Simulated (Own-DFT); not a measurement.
# Strain and stress in wurtzite GaN, 72 atoms (Ga36N36)

The numbers are computed, not measured, by runs of the plane-wave DFT program Own-DFT (in-house, retired, unreviewed) at fixed positions, with no spin and no spin-orbit coupling.

Method: PBE; PseudoDojo norm-conserving scalar-relativistic files (stringent for Ga); cutoff 96 hartree; 4 x 4 x 3 k mesh centred on Gamma; Gaussian smearing of 0.01 eV.

Known weak points: forces not confirmed at this smearing and k mesh; stress not checked against mesh or cutoff.

Unstrained cell vectors in Å: (9.567, 0.000, 0.000); (-4.783, 8.285, 0.000); (0.000, 0.000, 10.370). The unstrained cell has measured lattice constants (interpolated for alloys), not those of this functional. That, the random moves and any unrelaxed bonds set the pressure at no strain. The cell is deformed uniformly in each run, and the atoms keep their fractional places. All atoms carry random offsets, Gaussian with a width of 0.05 Å per axis. Strain is the symmetric tensor, in per cent. Stress is positive in tension, and the pressure is minus a third of its trace.

```
run  e_xx (%)  e_yy (%)  e_zz (%)  e_yz (%)  e_xz (%)  e_xy (%)  s_xx (GPa)  s_yy (GPa)  s_zz (GPa)  s_yz (GPa)  s_xz (GPa)  s_xy (GPa)  P (GPa)  E (meV/atom)
  1     -1.01      0.74      0.46     -1.01     -0.45      0.04      -11.69       -4.10       -5.23       -2.72       -0.12        1.52     7.01          10.9
  2     -1.31      0.79      0.40     -1.15     -0.79      0.14      -12.90       -4.28       -4.47       -2.41       -1.87        0.50     7.22           1.6
  3      0.37     -1.12      0.89     -0.45     -0.37     -1.84       -5.77      -13.02       -5.64       -0.77       -0.35       -5.17     8.14          37.8
  4      0.22      1.81     -1.63      1.03      1.35      0.40       -5.03       -0.94      -12.74        2.15        2.81        1.68     6.24           0.0
  5     -0.92      0.88      0.05     -1.75      1.74      0.00      -10.23       -4.25       -6.46       -3.14        3.22       -1.03     6.98           6.9
  6     -0.69      0.24      1.71      1.42     -1.71     -1.04       -8.90       -5.14        0.07        2.72       -3.19       -2.28     4.66           1.1
  7     -0.28     -1.74      1.82     -0.18     -1.96      0.19       -8.95      -14.60       -1.63       -0.86       -5.12        1.32     8.39          28.8
  8      0.32      0.48     -1.36     -1.89     -1.04     -0.52       -6.04       -6.85      -12.31       -4.00       -2.93       -2.32     8.40          17.2
  9     -1.37      0.37     -0.86      0.60     -1.21     -1.82      -12.23       -8.68      -12.51        1.30       -2.20       -5.97    11.14          25.7
 10     -1.14     -1.25     -1.23     -0.93     -1.19      1.30      -13.61      -15.89      -15.57       -1.99       -4.52        3.77    15.02          31.8
 11     -1.22      1.66     -0.60      1.48      0.59     -1.03      -11.48       -2.79       -8.41        3.68        1.25       -2.46     7.56           9.3
 12     -1.99      0.74      1.12      1.28     -1.73      0.01      -15.54       -5.11       -2.64        2.64       -3.01       -0.01     7.76          10.9
 13      0.16     -0.96     -1.60      1.06      1.91      1.14       -9.01      -12.67      -14.82        3.01        4.82        3.90    12.17          19.9
 14     -0.09     -0.30     -1.62      1.29      1.79      1.16       -8.20       -8.04      -19.26        2.33        5.04        3.86    11.83          29.4
 15     -0.07     -0.69     -0.70     -1.97      1.62      1.61           ?           ?           ?           ?           ?           ?        ?             ?
```

E is the free energy for each atom above the lowest run shown.

## Fit

Each stress component was fitted by least squares to a constant and the strains of the runs shown, as fractions, with shears doubled. Shear strains stay in the fit of a normal stress only where such slopes are resolved. The slopes, in GPa:

| stress | at no strain | per e_xx | per e_yy | per e_zz | scatter |
|---|---|---|---|---|---|
| s_xx | -7.2 | 450 ± 28 | 83 ± 19 | 41 ± 16 | 0.67 |
| s_yy | -7.7 | 84 ± 45 | 450 ± 30 | 74 ± 26 | 1.08 |
| s_zz | -7.8 | 50 ± 56 | 149 ± 38 | 474 ± 33 | 1.34 |

The slope of each shear stress on twice its own strain, from a fit on all six strains: yz 104 ± 5, xz 121 ± 12, xy 161 ± 11 GPa. These are stiffnesses along x, y and z of the frame in which the cell vectors are given, with the crystal's c axis along z: C11, C12, C13 and C33. Hexagonal symmetry asks that xx and yy behave alike, which is a second check on the noise. The atoms are held to the strained lattice; where symmetry lets them move under strain, relaxing them would lower some slopes. Slopes across the diagonal should nearly agree, so their difference gauges the noise. A ninth of the table's sum, 206 ± 9 GPa, estimates the bulk modulus near the mean pressure of these runs, 8.8 GPa, so it lies above the value at zero pressure.

## Test on the hidden row

Q: what normal stresses and pressure should run 15 give?

Estimate: s_xx = -8.3, s_yy = -11.4, s_zz = -12.2 and P = 10.6 GPa. The run itself gave -8.10, -10.67, -13.16 and P = 10.64 GPa.
